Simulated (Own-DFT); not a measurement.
# Stretching a layer in its plane: wurtzite GaN, 72 atoms (Ga36N36)

The numbers are computed, not measured, by runs of the plane-wave DFT program Own-DFT (in-house, retired, unreviewed) at fixed positions, with no spin and no spin-orbit coupling.

All runs used: PBE; PseudoDojo norm-conserving scalar-relativistic files (stringent for Ga); cutoff 96 hartree; 4 x 4 x 3 k mesh centred on Gamma; Gaussian smearing of 0.01 eV.

Keep in mind: forces not confirmed at this smearing and k mesh; stress not checked against mesh or cutoff.

Unstrained cell vectors in Å: (9.567, 0.000, 0.000); (-4.784, 8.285, 0.000); (0.000, 0.000, 10.370). The unstrained cell has measured lattice constants (interpolated for alloys), not those of this functional. That, the random moves and any unrelaxed bonds set the pressure at no strain. Each run strains x and y alike by e, as a substrate would, and holds the height along z. Each atom got a random Gaussian move of width 0.05 Å along each axis. Stress is positive in tension.

```
e (%)  u (Å)  (s_xx + s_yy)/2 (GPa)  s_zz (GPa)
-2.75  0.048                 -23.40      -11.67
-2.50  0.056                      ?           ?
-2.25  0.048                 -20.94       -9.64
-1.00  0.047                 -12.02       -9.09
-0.75  0.051                 -11.14       -8.12
-0.50  0.050                  -9.04       -9.04
 0.50  0.047                  -4.47       -5.97
 1.00  0.052                  -2.14       -5.69
 1.75  0.054                   1.99       -6.72
 3.00  0.048                   6.52       -2.09
```

## What the rows give

With e as a fraction, the in-plane stress is -6.8 + 534 e - 2995 e² GPa (errors 9 and 492, scatter 0.47), and s_zz is -7.4 + 142 e GPa (slope ± 19, scatter 1.00). At e = 0 the first slope is C11 + C12 and the second 2 C13, both with the ions held to the strained lattice and at the cell's own pressure. The term in e² is negative: the layer stiffens under compression and softens under tension. A free layer would change its height as e changes, and the in-plane slope would drop by 2 C13²/C33 to the biaxial modulus. At fixed height, a misfit of 1 % moves the in-plane stress by about 5.3 GPa and s_zz by 1.4 GPa.

## The run left out

Q: what are the two stresses at e = -2.50 %?

From the fit: -22.0 and -10.9 GPa. The run itself gave -23.43 and -10.93 GPa. The miss is larger than the scatter suggests: chance, or a term that the fit lacks.
